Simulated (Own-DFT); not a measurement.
# How strain changes the stress of wurtzite GaN, 72 atoms (Ga36N36)

Source: density functional calculations with Own-DFT, an unreviewed in-house program that is no longer used. Nothing was measured or relaxed, and spin and spin-orbit coupling are left out.

Method: PBE; PseudoDojo norm-conserving scalar-relativistic files (stringent for Ga); cutoff 96 hartree; 4 x 4 x 3 k mesh centred on Gamma; Gaussian smearing of 0.01 eV.

Limits: forces not confirmed at this smearing and k mesh; stress not checked against mesh or cutoff.

Unstrained cell vectors in Å: (9.567, 0.000, 0.000); (-4.784, 8.285, 0.000); (0.000, 0.000, 10.370). The unstrained cell has measured lattice constants (interpolated for alloys), not those of this functional. That, the random moves and any unrelaxed bonds set the pressure at no strain. A uniform strain is put on this cell, atoms riding along. Random moves of width 0.05 Å per axis were added to every atom. Strains are tensor components in per cent; tension counts as positive stress, and P is minus the mean normal stress.

| run | e_xx (%) | e_yy (%) | e_zz (%) | e_yz (%) | e_xz (%) | e_xy (%) | s_xx (GPa) | s_yy (GPa) | s_zz (GPa) | s_yz (GPa) | s_xz (GPa) | s_xy (GPa) | P (GPa) | E (meV/atom) |
|---|---|---|---|---|---|---|---|---|---|---|---|---|---|---|
| 1 | -1.07 | 0.92 | 1.82 | 0.97 | -0.40 | -1.61 | -9.54 | -3.14 | 0.92 | 1.81 | -0.50 | -5.53 | 3.92 | 3.0 |
| 2 | 1.26 | -1.73 | 0.87 | 0.69 | -0.44 | 0.82 | -2.86 | -13.11 | -3.80 | 2.78 | -0.95 | 2.56 | 6.59 | 18.2 |
| 3 | 1.85 | -1.45 | -1.33 | 1.19 | -1.24 | 1.69 | -4.03 | -11.74 | -12.06 | 2.39 | -3.25 | 6.00 | 9.28 | 26.1 |
| 4 | -0.95 | -1.14 | -0.65 | -1.56 | 0.51 | 0.33 | -12.05 | -13.55 | -13.05 | -2.71 | 0.97 | 0.68 | 12.88 | 29.8 |
| 5 | 0.29 | -1.18 | -0.60 | -1.56 | -1.12 | -0.44 | -7.93 | -12.51 | -10.77 | -4.08 | -2.91 | -1.91 | 10.40 | 23.1 |
| 6 | -0.26 | -0.38 | 1.90 | -0.89 | -0.66 | 0.67 | -7.30 | -6.59 | 0.43 | -1.08 | -1.64 | 0.29 | 4.49 | 0.6 |
| 7 | 0.66 | 0.44 | -0.83 | 0.16 | 1.68 | 1.99 | -4.21 | -5.78 | -10.92 | -0.03 | 4.05 | 6.08 | 6.97 | 15.2 |
| 8 | -0.33 | -0.43 | -1.40 | -1.00 | -1.32 | -0.03 | -10.13 | -10.08 | -14.29 | -2.31 | -3.20 | -0.35 | 11.50 | 15.5 |
| 9 | -1.74 | -1.36 | -0.95 | -1.98 | 1.34 | 1.97 | -16.57 | -19.99 | -13.95 | -5.38 | 3.28 | 7.32 | 16.84 | 71.6 |
| 10 | 1.61 | -0.51 | 1.43 | -0.29 | 0.98 | -0.46 | -0.05 | -7.00 | -0.70 | 0.43 | 2.54 | -2.67 | 2.59 | 0.0 |
| 11 | 1.64 | -1.85 | 1.07 | -0.80 | 1.09 | 1.96 | -1.14 | -12.71 | -2.25 | -1.81 | 2.59 | 5.39 | 5.37 | 4.0 |
| 12 | -1.90 | 1.68 | 0.95 | -1.20 | 1.84 | 0.29 | -13.10 | -2.35 | -4.20 | -3.44 | 5.01 | 0.66 | 6.55 | 24.3 |
| 13 | -1.57 | -0.81 | 0.83 | 1.25 | -0.20 | -0.41 | -14.91 | -10.34 | -5.68 | 1.49 | 0.02 | -0.46 | 10.31 | 24.1 |
| 14 | -0.37 | -0.76 | -1.95 | 1.85 | 1.81 | -0.86 | -11.18 | -11.78 | -18.37 | 4.06 | 3.97 | -0.95 | 13.78 | 41.3 |
| 15 | -0.58 | 1.47 | -1.94 | -1.60 | -0.89 | -0.36 | -9.37 | -2.37 | -17.26 | -3.34 | -1.44 | -1.30 | 9.67 | 30.8 |
| 16 | -1.93 | -0.33 | -0.71 | 1.68 | -1.91 | -0.92 | ? | ? | ? | ? | ? | ? | ? | ? |

E is the free energy per atom, counted from the lowest run shown.

## Analysis

Each stress component was fitted by least squares to a constant and the strains of the runs shown, as fractions, with shears doubled. Shear strains stay in the fit of a normal stress only where such slopes are resolved. The slopes, in GPa:

| stress | at no strain | per e_xx | per e_yy | per e_zz | scatter |
|---|---|---|---|---|---|
| s_xx | -7.4 | 411 ± 17 | 105 ± 20 | 78 ± 14 | 0.73 |
| s_yy | -7.2 | 144 ± 34 | 459 ± 38 | 80 ± 28 | 1.42 |
| s_zz | -7.9 | 86 ± 15 | 45 ± 17 | 468 ± 12 | 0.63 |

The slope of each shear stress on twice its own strain, from a fit on all six strains: yz 102 ± 9, xz 118 ± 3, xy 162 ± 6 GPa. These are stiffnesses along x, y and z of the frame in which the cell vectors are given, with the crystal's c axis along z: C11, C12, C13 and C33. Hexagonal symmetry asks that xx and yy behave alike, which is a second check on the noise. No internal relaxation is included, and where it is allowed it would reduce some of the slopes. Slopes across the diagonal should nearly agree, so their difference gauges the noise. A ninth of the table's sum, 208 ± 6 GPa, estimates the bulk modulus near the mean pressure of these runs, 8.7 GPa, so it lies above the value at zero pressure.

## Prediction

The question: what normal stresses and pressure should run 16 give?

Estimate: s_xx = -16.2, s_yy = -12.1, s_zz = -13.0 and P = 13.7 GPa. DFT gave -16.86, -11.56, -13.13 and P = 13.85 GPa.
